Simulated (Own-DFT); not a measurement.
# One host, several defects: C40 NbSi2

Calculated, not measured: single-point runs of Own-DFT, a retired in-house plane-wave DFT program that no person has reviewed, on unrelaxed cells, without spin or spin-orbit coupling.

Method: PBE; PseudoDojo norm-conserving scalar-relativistic files; cutoff 42 hartree; 4 x 4 x 5 k mesh centred on Gamma; cold (Marzari-Vanderbilt) smearing of 0.2 eV.

Keep in mind: forces on such cells failed a check on a denser k mesh; stress not checked against mesh or cutoff.

All runs share one cell, with vectors in Å (0.000, 8.324, 0.000); (-9.613, 0.000, 0.000); (0.000, 0.000, 6.586) and a volume of 527.0 Å³. u is the rms random offset of the atoms per axis. The defect's site can differ from row to row.

```
cell,formula,u (Å),P (GPa)
no defect,Nb12Si24,0.0187,1.46
no defect,Nb12Si24,0.0197,1.48
no defect,Nb12Si24,0.0506,2.41
two Nb vacancies,Nb10Si24,0.0259,-0.38
two Nb vacancies,Nb10Si24,0.0306,-0.40
two Nb vacancies,Nb10Si24,0.0455,0.47
two Si on a Nb site each,Nb10Si26,0.0273,1.58
two Si on a Nb site each,Nb10Si26,0.0473,2.21
two Si on a Nb site each,Nb10Si26,0.0486,2.45
two Nb on a Si site each,Nb14Si22,0.0309,7.59
two Nb on a Si site each,Nb14Si22,0.0327,7.94
two Nb on a Si site each,Nb14Si22,0.0489,8.44
one Si vacancy,Nb12Si23,0.0296,1.09
one Si vacancy,Nb12Si23,0.0306,1.02
one Si vacancy,Nb12Si23,0.0524,1.62
one Si vacancy,Nb12Si23,0.0526,?
```

## Analysis

P = P0 + c u² + a shift for each defect gives P0 = 1.30 GPa, c = 444 ± 46 GPa/Å² and a scatter of 0.14 GPa. The shifts, and each times the cell's volume:

- two Nb on a Si site each: 6.04 ± 0.12 GPa, 19.9 eV (9.9 eV for each of its 2 sites)
- two Si on a Nb site each: -0.01 ± 0.12 GPa, 0.0 eV (0.0 eV for each of its 2 sites) (not resolved)
- one Si vacancy: -0.73 ± 0.12 GPa, -2.4 eV
- two Nb vacancies: -1.94 ± 0.12 GPa, -6.4 eV (-3.2 eV for each of its 2 sites)

Against the defect-free cell, a freed cell would be larger where the shift is positive and smaller where it is negative (160.2 GPa Å³ is 1 eV). The atoms around the defects weren't relaxed, which would change these numbers.

## Withheld run

Question: what pressure belongs in the blank (one Si vacancy, u = 0.0526 Å)?

From the fit: 1.80 ± 0.17 GPa. The run itself gave 1.80 GPa.
